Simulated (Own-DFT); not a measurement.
# Computed records: GaP (zincblende, atoms displaced)

Computed with Own-DFT development build. A calculation, not a measurement: plane-wave PBE density functional theory by an unreviewed code, no spin, of a simulated periodic cell, stress positive in tension, free energy of the whole cell less one offset for each atom, forces on such cells passed a denser k mesh, this cell's mesh not checked; offsets are fitted by least squares, one for each functional and potential file, so energies compare only between cells with the same atoms and settings and are not formation energies; the far tail of each file's local potential was reset to the Coulomb form; each entry is a single point on an unrelaxed cell, so the pressure reflects the starting lattice, mostly measured values (interpolated for alloys), from which strain is counted, and rises with the displacements; printed positions are rounded, which can move forces by about a meV/angstrom; the program, named Own-DFT, is a retired in-house code; no spin-orbit coupling.

Settings shared by all entries: functional PBE; potential files PseudoDojo norm-conserving, scalar-relativistic, standard set; wave cutoff 42 hartree; occupations Fermi-Dirac; smearing width 0.1 eV; k mesh 3 x 3 x 3 centred on Gamma.

(1) GaP (zincblende, atoms displaced)

```
CELL_PARAMETERS angstrom
10.90100 0.00000 0.00000
0.00000 10.90100 0.00000
0.00000 0.00000 10.90100
ATOMIC_POSITIONS crystal
Ga 0.00075 0.99947 0.99905
Ga 0.99965 0.24845 0.25169
Ga 0.24937 0.00107 0.24911
Ga 0.25165 0.25082 0.99785
P 0.12465 0.12405 0.12553
P 0.12531 0.37902 0.37734
P 0.37642 0.12518 0.37638
P 0.37591 0.37481 0.12647
Ga 0.99857 0.99781 0.49781
Ga 0.00188 0.24980 0.75082
Ga 0.24968 0.99939 0.75255
Ga 0.25355 0.25072 0.50044
P 0.12477 0.12212 0.62552
P 0.12370 0.37510 0.87572
P 0.37576 0.12570 0.87408
P 0.37530 0.37445 0.62320
Ga 0.99857 0.50071 0.99957
Ga 0.99876 0.74828 0.25230
Ga 0.24769 0.50056 0.25173
Ga 0.25041 0.75003 0.99932
P 0.12622 0.62499 0.12865
P 0.12301 0.87735 0.37688
P 0.37629 0.62682 0.37597
P 0.37649 0.87331 0.12752
Ga 0.00192 0.50157 0.50029
Ga 0.00274 0.74866 0.75261
Ga 0.24900 0.50115 0.75043
Ga 0.24933 0.74985 0.50006
P 0.12199 0.62462 0.62089
P 0.12460 0.87848 0.87588
P 0.37604 0.62593 0.87507
P 0.37552 0.87554 0.62653
Ga 0.50037 0.00234 0.00030
Ga 0.50167 0.24800 0.24729
Ga 0.74810 0.99878 0.25062
Ga 0.75005 0.24972 0.99687
P 0.62226 0.12610 0.12487
P 0.62238 0.37489 0.37617
P 0.87374 0.12502 0.37531
P 0.87597 0.37830 0.12253
Ga 0.49865 0.00139 0.49955
Ga 0.50109 0.25122 0.75176
Ga 0.74878 0.00119 0.74748
Ga 0.74810 0.24693 0.50048
P 0.62447 0.12381 0.62418
P 0.62825 0.37553 0.87642
P 0.87516 0.12577 0.87631
P 0.87604 0.37658 0.62352
Ga 0.49807 0.50420 0.99992
Ga 0.50041 0.74893 0.25207
Ga 0.74744 0.49928 0.25026
Ga 0.74533 0.74927 0.00162
P 0.62237 0.62350 0.12669
P 0.62788 0.87477 0.37365
P 0.87566 0.62230 0.37550
P 0.87407 0.87488 0.12301
Ga 0.49990 0.50012 0.50051
Ga 0.50182 0.75267 0.75011
Ga 0.75092 0.50135 0.75250
Ga 0.74973 0.74708 0.49895
P 0.62503 0.62431 0.62628
P 0.62742 0.87479 0.87510
P 0.87737 0.62177 0.87097
P 0.87126 0.87501 0.62345
```

* free energy of cell above offsets: -35.759 eV
* pressure: 2.71 GPa
* stress xx: -2.71 GPa
* stress yy: -2.71 GPa
* stress zz: -2.71 GPa
* stress yz: 0.07 GPa
* stress xz: 0.05 GPa
* stress xy: 0.01 GPa

Force:
| element | x (eV/Å) | y (eV/Å) | z (eV/Å) |
| --- | --- | --- | --- |
| Ga | -0.278 | 0.172 | 0.268 |
| Ga | 0.017 | 0.427 | -0.13 |
| Ga | 0.127 | -0.158 | 0.215 |
| Ga | -0.137 | 0.003 | 0.314 |
| P | 0.09 | 0.259 | -0.206 |
| P | 0.03 | -0.707 | -0.123 |
| P | -0.175 | 0.045 | -0.417 |
| P | -0.193 | 0.158 | -0.143 |
| Ga | -0.181 | 0.264 | 0.424 |
| Ga | -0.225 | 0.013 | -0.253 |
| Ga | 0.137 | 0.149 | -0.319 |
| Ga | -0.527 | -0.17 | -0.012 |
| P | 0.075 | 0.24 | -0.184 |
| P | 0.24 | 0.111 | -0.008 |
| P | -0.017 | -0.063 | 0.07 |
| P | 0.077 | 0.219 | 0.521 |
| Ga | 0.373 | 0.155 | 0.113 |
| Ga | -0.004 | 0.303 | -0.147 |
| Ga | 0.491 | -0.055 | -0.023 |
| Ga | -0.069 | 0.083 | 0.265 |
| P | -0.239 | 0.127 | -0.55 |
| P | 0.322 | -0.371 | -0.382 |
| P | -0.228 | -0.236 | 0.026 |
| P | -0.105 | 0.239 | -0.288 |
| Ga | -0.458 | -0.315 | -0.082 |
| Ga | -0.284 | 0.368 | -0.478 |
| Ga | -0.005 | -0.104 | -0.205 |
| Ga | 0.061 | 0.211 | 0.019 |
| P | 0.556 | 0.279 | 0.664 |
| P | 0.157 | -0.577 | 0.012 |
| P | -0.196 | 0.156 | -0.301 |
| P | -0.143 | -0.038 | -0.122 |
| Ga | -0.123 | -0.405 | -0.035 |
| Ga | -0.288 | 0.31 | 0.425 |
| Ga | 0.266 | 0.243 | -0.341 |
| Ga | 0.12 | 0.042 | 0.566 |
| P | 0.668 | -0.157 | -0.158 |
| P | 0.232 | -0.197 | -0.139 |
| P | -0.026 | -0.092 | -0.111 |
| P | -0.276 | -0.555 | 0.396 |
| Ga | 0.211 | -0.378 | -0.008 |
| Ga | 0.085 | 0.079 | -0.232 |
| Ga | 0.249 | -0.053 | 0.262 |
| Ga | 0.205 | 0.471 | 0.004 |
| P | -0.227 | 0.188 | 0.201 |
| P | -0.548 | 0.246 | -0.078 |
| P | 0.022 | -0.215 | -0.352 |
| P | -0.162 | -0.285 | 0.154 |
| Ga | 0.136 | -0.611 | 0.067 |
| Ga | 0.082 | 0.193 | -0.035 |
| Ga | 0.222 | -0.154 | 0.033 |
| Ga | 0.577 | -0.268 | -0.178 |
| P | 0.152 | 0.169 | -0.039 |
| P | -0.475 | -0.11 | 0.361 |
| P | -0.234 | 0.088 | -0.099 |
| P | 0.05 | -0.139 | 0.22 |
| Ga | -0.036 | 0.098 | 0.051 |
| Ga | -0.041 | -0.161 | -0.009 |
| Ga | -0.022 | -0.345 | -0.526 |
| Ga | 0.024 | 0.064 | 0.065 |
| P | -0.035 | 0.023 | -0.021 |
| P | -0.294 | 0.301 | 0.03 |
| P | -0.275 | 0.663 | 0.747 |
| P | 0.473 | -0.241 | 0.243 |

(2) GaP (zincblende, atoms displaced)

```
CELL_PARAMETERS angstrom
10.90100 0.00000 0.00000
0.00000 10.90100 0.00000
0.00000 0.00000 10.90100
ATOMIC_POSITIONS crystal
Ga 0.99868 0.00355 0.00372
Ga 0.99937 0.25033 0.25254
Ga 0.24808 0.99987 0.24889
Ga 0.25195 0.25110 0.99648
P 0.12453 0.12418 0.12365
P 0.12609 0.37430 0.37482
P 0.37466 0.12436 0.37597
P 0.37466 0.37474 0.12701
Ga 0.00466 0.99961 0.50251
Ga 0.00115 0.24700 0.74965
Ga 0.25151 0.99972 0.74810
Ga 0.25056 0.25054 0.50055
P 0.12349 0.12667 0.62483
P 0.12703 0.37765 0.87527
P 0.37682 0.12506 0.87143
P 0.37140 0.37450 0.62541
Ga 0.00024 0.49797 0.99823
Ga 0.99659 0.75220 0.25189
Ga 0.24955 0.50156 0.24821
Ga 0.25140 0.75113 0.00125
P 0.12473 0.62453 0.12426
P 0.12343 0.87410 0.37488
P 0.37354 0.62254 0.37607
P 0.37486 0.87373 0.12322
Ga 0.00005 0.50198 0.49714
Ga 0.99805 0.75010 0.75381
Ga 0.24963 0.49941 0.75200
Ga 0.24780 0.75224 0.49909
P 0.12703 0.62398 0.62291
P 0.12756 0.87736 0.87671
P 0.37231 0.62440 0.87387
P 0.37697 0.87379 0.62681
Ga 0.50260 0.99596 0.00083
Ga 0.50131 0.25104 0.25054
Ga 0.74980 0.99872 0.25016
Ga 0.75165 0.25589 0.99892
P 0.62689 0.12827 0.12465
P 0.62698 0.37619 0.37189
P 0.87015 0.12236 0.37402
P 0.87167 0.37431 0.12896
Ga 0.49941 0.99918 0.50121
Ga 0.49721 0.24885 0.75100
Ga 0.74760 0.99821 0.75003
Ga 0.74889 0.24936 0.50123
P 0.62558 0.12336 0.62441
P 0.62526 0.37178 0.87231
P 0.87386 0.12538 0.87223
P 0.87586 0.37458 0.62380
Ga 0.50449 0.49968 0.00282
Ga 0.49821 0.75190 0.24691
Ga 0.75034 0.49776 0.25232
Ga 0.75186 0.75131 0.99846
P 0.62450 0.62578 0.12236
P 0.62524 0.87730 0.37786
P 0.87664 0.62636 0.37288
P 0.87779 0.87452 0.12893
Ga 0.49952 0.50301 0.50066
Ga 0.50025 0.74943 0.75136
Ga 0.74706 0.50009 0.74940
Ga 0.74822 0.74839 0.50028
P 0.62708 0.62266 0.62329
P 0.62714 0.87454 0.87249
P 0.87731 0.62956 0.87337
P 0.87630 0.87643 0.62359
```

* free energy of cell above offsets: -35.607 eV
* pressure: 2.74 GPa
* stress xx: -2.74 GPa
* stress yy: -2.75 GPa
* stress zz: -2.74 GPa
* stress yz: 0.12 GPa
* stress xz: -0.08 GPa
* stress xy: -0.29 GPa

Force:
| element | x (eV/Å) | y (eV/Å) | z (eV/Å) |
| --- | --- | --- | --- |
| Ga | -0.036 | -0.319 | -0.507 |
| Ga | -0.044 | -0.31 | -0.042 |
| Ga | 0.166 | -0.013 | 0.071 |
| Ga | 0.013 | -0.171 | 0.29 |
| P | 0.181 | 0.581 | 0.173 |
| P | -0.07 | 0.152 | -0.067 |
| P | 0.039 | 0.001 | -0.14 |
| P | 0.14 | 0.015 | -0.293 |
| Ga | -0.609 | 0.196 | -0.405 |
| Ga | -0.118 | 0.537 | 0.121 |
| Ga | -0.169 | 0.084 | 0.054 |
| Ga | -0.142 | -0.126 | -0.138 |
| P | 0.542 | -0.197 | -0.005 |
| P | -0.389 | -0.557 | -0.135 |
| P | -0.149 | -0.4 | 0.608 |
| P | 0.552 | 0.168 | 0.041 |
| Ga | -0.292 | 0.207 | 0.332 |
| Ga | 0.615 | -0.413 | -0.21 |
| Ga | -0.069 | -0.19 | 0.147 |
| Ga | -0.282 | -0.253 | -0.245 |
| P | -0.217 | 0.284 | 0.087 |
| P | 0.195 | 0.213 | -0.087 |
| P | 0.077 | 0.585 | -0.258 |
| P | -0.056 | 0.363 | 0.227 |
| Ga | 0.098 | -0.222 | 0.202 |
| Ga | 0.73 | 0.402 | -0.706 |
| Ga | -0.022 | 0.209 | -0.426 |
| Ga | 0.35 | -0.229 | 0.121 |
| P | -0.37 | 0.213 | 0.397 |
| P | -0.356 | -0.016 | 0.001 |
| P | 0.559 | -0.044 | 0.375 |
| P | -0.204 | -0.013 | -0.297 |
| Ga | -0.014 | 0.57 | -0.125 |
| Ga | -0.164 | -0.169 | 0.009 |
| Ga | -0.209 | 0.072 | -0.147 |
| Ga | -0.007 | -0.602 | -0.043 |
| P | -0.08 | -0.385 | -0.175 |
| P | -0.443 | -0.132 | 0.772 |
| P | 0.743 | 0.179 | 0.391 |
| P | 0.656 | 0.223 | -0.463 |
| Ga | -0.059 | 0.123 | 0.015 |
| Ga | 0.303 | 0.07 | -0.561 |
| Ga | 0.411 | 0.218 | -0.315 |
| Ga | 0.082 | 0.065 | -0.182 |
| P | -0.305 | 0.252 | 0.174 |
| P | -0.197 | 0.496 | 0.194 |
| P | -0.045 | -0.051 | 0.45 |
| P | 0.011 | 0.13 | 0.127 |
| Ga | -0.571 | -0.208 | -0.502 |
| Ga | 0.219 | -0.261 | 0.556 |
| Ga | -0.053 | 0.679 | -0.321 |
| Ga | 0.061 | 0.016 | 0.257 |
| P | 0.474 | 0.147 | 0.453 |
| P | -0.21 | -0.442 | -0.443 |
| P | -0.458 | -0.153 | 0.244 |
| P | -0.528 | 0.224 | -0.585 |
| Ga | -0.02 | -0.583 | -0.121 |
| Ga | 0.049 | -0.316 | -0.125 |
| Ga | 0.578 | -0.106 | 0.087 |
| Ga | 0.39 | 0.231 | -0.107 |
| P | -0.398 | 0.367 | 0.29 |
| P | -0.207 | -0.161 | 0.351 |
| P | -0.526 | -0.931 | 0.333 |
| P | -0.145 | -0.296 | 0.226 |

(3) GaP (zincblende, atoms displaced)

```
CELL_PARAMETERS angstrom
10.90100 0.00000 0.00000
0.00000 10.90100 0.00000
0.00000 0.00000 10.90100
ATOMIC_POSITIONS crystal
Ga 0.99939 0.99807 0.99826
Ga 0.00046 0.24892 0.24903
Ga 0.25023 0.99762 0.25057
Ga 0.25213 0.25026 0.00293
P 0.12571 0.12105 0.12141
P 0.12658 0.37689 0.37571
P 0.37676 0.12450 0.37552
P 0.37549 0.37475 0.12797
Ga 0.99817 0.00170 0.50164
Ga 0.99967 0.25036 0.75190
Ga 0.24859 0.00309 0.75059
Ga 0.24525 0.25061 0.50037
P 0.12482 0.12347 0.62599
P 0.12334 0.37313 0.87609
P 0.37490 0.12190 0.87107
P 0.37417 0.37483 0.62547
Ga 0.00057 0.50125 0.99964
Ga 0.00081 0.74937 0.24824
Ga 0.24982 0.49800 0.25147
Ga 0.24641 0.75255 0.99766
P 0.12740 0.62553 0.12610
P 0.12483 0.87836 0.37599
P 0.37226 0.62170 0.37851
P 0.37301 0.87663 0.12365
Ga 0.99885 0.49952 0.49733
Ga 0.99780 0.75106 0.74994
Ga 0.25171 0.49869 0.74804
Ga 0.24927 0.75165 0.49949
P 0.12749 0.62901 0.62565
P 0.12769 0.87609 0.87275
P 0.37468 0.62246 0.87531
P 0.37654 0.87364 0.62552
Ga 0.50272 0.00113 0.00255
Ga 0.50015 0.25367 0.24978
Ga 0.75044 0.99921 0.24971
Ga 0.75255 0.24794 0.00235
P 0.62418 0.12426 0.12190
P 0.62584 0.37372 0.37139
P 0.87773 0.12563 0.37284
P 0.87547 0.37715 0.12316
Ga 0.49926 0.99540 0.49930
Ga 0.50072 0.24950 0.74899
Ga 0.75067 0.00074 0.75275
Ga 0.74807 0.24992 0.50124
P 0.63029 0.12771 0.62472
P 0.62697 0.37633 0.87180
P 0.87456 0.12550 0.87480
P 0.87376 0.37336 0.62411
Ga 0.50360 0.50050 0.99749
Ga 0.50177 0.75032 0.24988
Ga 0.75115 0.49720 0.24725
Ga 0.75042 0.74723 0.99786
P 0.62316 0.62604 0.12479
P 0.62400 0.87274 0.37483
P 0.87592 0.62573 0.37437
P 0.87495 0.87639 0.12443
Ga 0.50361 0.50158 0.49849
Ga 0.49887 0.74693 0.74814
Ga 0.74917 0.49892 0.74752
Ga 0.74809 0.75160 0.49919
P 0.62316 0.62623 0.63057
P 0.62636 0.87555 0.87633
P 0.87475 0.62592 0.87404
P 0.87441 0.87704 0.62247
```

* free energy of cell above offsets: -35.658 eV
* pressure: 2.73 GPa
* stress xx: -2.74 GPa
* stress yy: -2.72 GPa
* stress zz: -2.73 GPa
* stress yz: 0.1 GPa
* stress xz: 0.1 GPa
* stress xy: -0.03 GPa

Force:
| element | x (eV/Å) | y (eV/Å) | z (eV/Å) |
| --- | --- | --- | --- |
| Ga | 0.058 | 0.084 | -0.105 |
| Ga | 0.32 | 0.162 | -0.238 |
| Ga | 0.057 | 0.4 | -0.004 |
| Ga | -0.029 | -0.227 | -0.369 |
| P | -0.029 | 0.312 | 0.402 |
| P | -0.467 | -0.365 | -0.229 |
| P | -0.228 | 0.139 | -0.011 |
| P | 0.106 | 0.304 | -0.522 |
| Ga | 0.189 | -0.01 | -0.224 |
| Ga | -0.028 | -0.098 | -0.203 |
| Ga | 0.295 | -0.454 | -0.346 |
| Ga | 0.59 | -0.186 | 0.037 |
| P | -0.276 | 0.323 | -0.039 |
| P | 0.394 | 0.284 | -0.021 |
| P | 0.328 | 0.5 | 0.653 |
| P | 0.291 | -0.127 | -0.396 |
| Ga | 0.105 | 0.112 | -0.065 |
| Ga | 0.031 | 0.284 | 0.189 |
| Ga | 0.147 | 0.243 | -0.103 |
| Ga | 0.522 | -0.329 | 0.133 |
| P | -0.137 | -0.114 | -0.158 |
| P | -0.188 | -0.367 | -0.034 |
| P | 0.378 | 0.486 | -0.445 |
| P | 0.325 | -0.329 | 0.075 |
| Ga | 0.189 | 0.26 | 0.492 |
| Ga | 0.23 | 0.096 | -0.166 |
| Ga | -0.343 | 0.081 | 0.238 |
| Ga | 0.086 | 0.089 | -0.016 |
| P | -0.477 | -0.512 | -0.052 |
| P | -0.612 | -0.021 | -0.052 |
| P | -0.13 | 0.29 | 0.079 |
| P | -0.337 | 0.173 | 0.096 |
| Ga | -0.486 | -0.28 | -0.519 |
| Ga | -0.036 | -0.687 | -0.016 |
| Ga | -0.1 | 0.128 | 0.038 |
| Ga | -0.246 | 0.316 | -0.356 |
| P | 0.214 | 0.364 | 0.716 |
| P | 0.156 | 0.255 | 0.448 |
| P | -0.495 | 0.037 | 0.271 |
| P | 0.207 | -0.343 | 0.096 |
| Ga | 0.245 | 0.572 | 0.25 |
| Ga | -0.054 | 0.011 | -0.042 |
| Ga | -0.037 | -0.067 | -0.266 |
| Ga | 0.409 | 0.048 | -0.56 |
| P | -0.767 | -0.695 | 0.055 |
| P | -0.02 | -0.465 | 0.464 |
| P | 0.209 | -0.099 | 0.128 |
| P | 0.27 | 0.225 | -0.039 |
| Ga | -0.307 | -0.169 | 0.197 |
| Ga | -0.729 | -0.185 | 0.016 |
| Ga | -0.098 | 0.488 | 0.162 |
| Ga | -0.046 | 0.324 | 0.288 |
| P | 0.373 | -0.209 | 0 |
| P | 0.182 | 0.306 | -0.157 |
| P | -0.336 | -0.057 | -0.091 |
| P | -0.035 | -0.417 | -0.096 |
| Ga | -0.213 | -0.266 | 0.264 |
| Ga | -0.153 | 0.48 | 0.695 |
| Ga | 0.309 | 0.143 | 0.128 |
| Ga | 0.137 | -0.355 | 0.225 |
| P | 0.482 | -0.188 | -0.924 |
| P | -0.288 | -0.24 | -0.216 |
| P | 0.058 | -0.307 | -0.102 |
| P | -0.164 | -0.15 | 0.349 |

(4) GaP (zincblende, atoms displaced)

```
CELL_PARAMETERS angstrom
10.90100 0.00000 0.00000
0.00000 10.90100 0.00000
0.00000 0.00000 10.90100
ATOMIC_POSITIONS crystal
Ga 0.00211 0.00181 0.99710
Ga 0.99986 0.24815 0.25078
Ga 0.25079 0.00110 0.25138
Ga 0.25048 0.24834 0.99962
P 0.12708 0.12434 0.12712
P 0.12632 0.37408 0.37511
P 0.37763 0.12390 0.37553
P 0.37624 0.37383 0.12504
Ga 0.99844 0.00239 0.50023
Ga 0.99915 0.24816 0.75193
Ga 0.24940 0.99981 0.75055
Ga 0.24932 0.25312 0.49644
P 0.12269 0.12359 0.62432
P 0.12292 0.37409 0.87464
P 0.37235 0.12377 0.87360
P 0.37579 0.37562 0.62162
Ga 0.00109 0.50076 0.00150
Ga 0.00085 0.74942 0.24860
Ga 0.24943 0.49888 0.24938
Ga 0.24857 0.75025 0.99875
P 0.12317 0.62660 0.12455
P 0.12470 0.87251 0.37422
P 0.37891 0.62290 0.37411
P 0.37410 0.87580 0.12646
Ga 0.99830 0.50031 0.49963
Ga 0.00061 0.75181 0.75215
Ga 0.25173 0.50251 0.74813
Ga 0.24809 0.75130 0.50006
P 0.12405 0.62608 0.62688
P 0.12580 0.87532 0.87616
P 0.37180 0.62235 0.87430
P 0.37429 0.87652 0.62369
Ga 0.49657 0.00082 0.00124
Ga 0.49697 0.24877 0.24951
Ga 0.75148 0.00065 0.24957
Ga 0.75064 0.25301 0.99880
P 0.62405 0.12100 0.12256
P 0.62364 0.37629 0.37589
P 0.87809 0.12343 0.37653
P 0.87774 0.37832 0.12704
Ga 0.50269 0.99995 0.50099
Ga 0.50283 0.25118 0.74652
Ga 0.74915 0.99910 0.74891
Ga 0.75066 0.24651 0.49941
P 0.62408 0.12675 0.62444
P 0.62331 0.37462 0.87696
P 0.87468 0.12207 0.87744
P 0.87431 0.37701 0.62308
Ga 0.50313 0.50022 0.99901
Ga 0.50037 0.74915 0.24954
Ga 0.75024 0.50157 0.25097
Ga 0.74915 0.74991 0.00072
P 0.62192 0.62614 0.12596
P 0.62154 0.87819 0.37516
P 0.87475 0.62736 0.37797
P 0.87666 0.87543 0.12621
Ga 0.50145 0.50031 0.49448
Ga 0.49793 0.75182 0.75244
Ga 0.74656 0.50044 0.74784
Ga 0.74845 0.75093 0.50346
P 0.62526 0.62604 0.62628
P 0.62097 0.87373 0.87586
P 0.87472 0.62541 0.87546
P 0.87508 0.87539 0.62480
```

* free energy of cell above offsets: -35.758 eV
* pressure: 2.71 GPa
* stress xx: -2.71 GPa
* stress yy: -2.71 GPa
* stress zz: -2.72 GPa
* stress yz: -0.08 GPa
* stress xz: -0.15 GPa
* stress xy: 0.23 GPa

Force:
| element | x (eV/Å) | y (eV/Å) | z (eV/Å) |
| --- | --- | --- | --- |
| Ga | 0 | -0.217 | 0.597 |
| Ga | 0.138 | 0.185 | -0.071 |
| Ga | -0.018 | -0.232 | 0.157 |
| Ga | -0.098 | 0.246 | 0.008 |
| P | -0.225 | 0.066 | -0.23 |
| P | -0.456 | 0.327 | -0.187 |
| P | -0.333 | 0.091 | 0.187 |
| P | -0.163 | 0.185 | -0.269 |
| Ga | 0.343 | -0.621 | 0.034 |
| Ga | -0.19 | 0.117 | -0.255 |
| Ga | -0.096 | -0.03 | -0.264 |
| Ga | 0.188 | -0.59 | 0.417 |
| P | 0.382 | 0.353 | 0.033 |
| P | 0.374 | 0.161 | 0.015 |
| P | 0.442 | 0.307 | -0.101 |
| P | 0.026 | 0.123 | 0.156 |
| Ga | -0.055 | 0.016 | -0.304 |
| Ga | -0.237 | 0.032 | 0.243 |
| Ga | 0.135 | 0.154 | -0.082 |
| Ga | 0.223 | -0.035 | 0.261 |
| P | 0.393 | -0.225 | 0.064 |
| P | -0.092 | 0.463 | 0.067 |
| P | -0.751 | 0.41 | -0.037 |
| P | -0.085 | -0.254 | -0.124 |
| Ga | 0.299 | 0.06 | 0.027 |
| Ga | -0.157 | -0.086 | -0.065 |
| Ga | -0.343 | -0.572 | -0.059 |
| Ga | 0.312 | -0.33 | -0.058 |
| P | -0.025 | -0.028 | -0.246 |
| P | -0.038 | 0.046 | -0.19 |
| P | 0.446 | 0.325 | 0.283 |
| P | 0.047 | -0.1 | 0.139 |
| Ga | -0.001 | -0.197 | -0.257 |
| Ga | 0.516 | -0.018 | -0.037 |
| Ga | -0.107 | -0.089 | 0.069 |
| Ga | 0.082 | -0.293 | 0.421 |
| P | 0.229 | 0.697 | 0.25 |
| P | 0.425 | -0.585 | -0.421 |
| P | -0.504 | 0.209 | -0.359 |
| P | -0.328 | -0.373 | -0.046 |
| Ga | -0.389 | 0.117 | 0.08 |
| Ga | -0.583 | 0.003 | 0.359 |
| Ga | -0.144 | -0.056 | 0.203 |
| Ga | 0.007 | 0.491 | -0.076 |
| P | 0.344 | -0.309 | 0.08 |
| P | 0.276 | 0.041 | -0.47 |
| P | -0.241 | 0.373 | -0.341 |
| P | -0.075 | -0.458 | 0.324 |
| Ga | -0.554 | 0.047 | 0.206 |
| Ga | -0.21 | 0.309 | 0.121 |
| Ga | -0.074 | 0.045 | 0.107 |
| Ga | 0.042 | 0.091 | 0.033 |
| P | 0.52 | -0.128 | -0.128 |
| P | 0.62 | -0.455 | -0.09 |
| P | -0.073 | 0.007 | -0.309 |
| P | -0.067 | 0.034 | -0.306 |
| Ga | 0.04 | 0.085 | 0.75 |
| Ga | -0.154 | -0.281 | -0.296 |
| Ga | 0.342 | -0.072 | 0.298 |
| Ga | -0.07 | 0.174 | -0.32 |
| P | -0.54 | 0.006 | -0.139 |
| P | 0.349 | 0.315 | 0.088 |
| P | -0.112 | -0.133 | -0.048 |
| P | 0.047 | 0.055 | 0.108 |
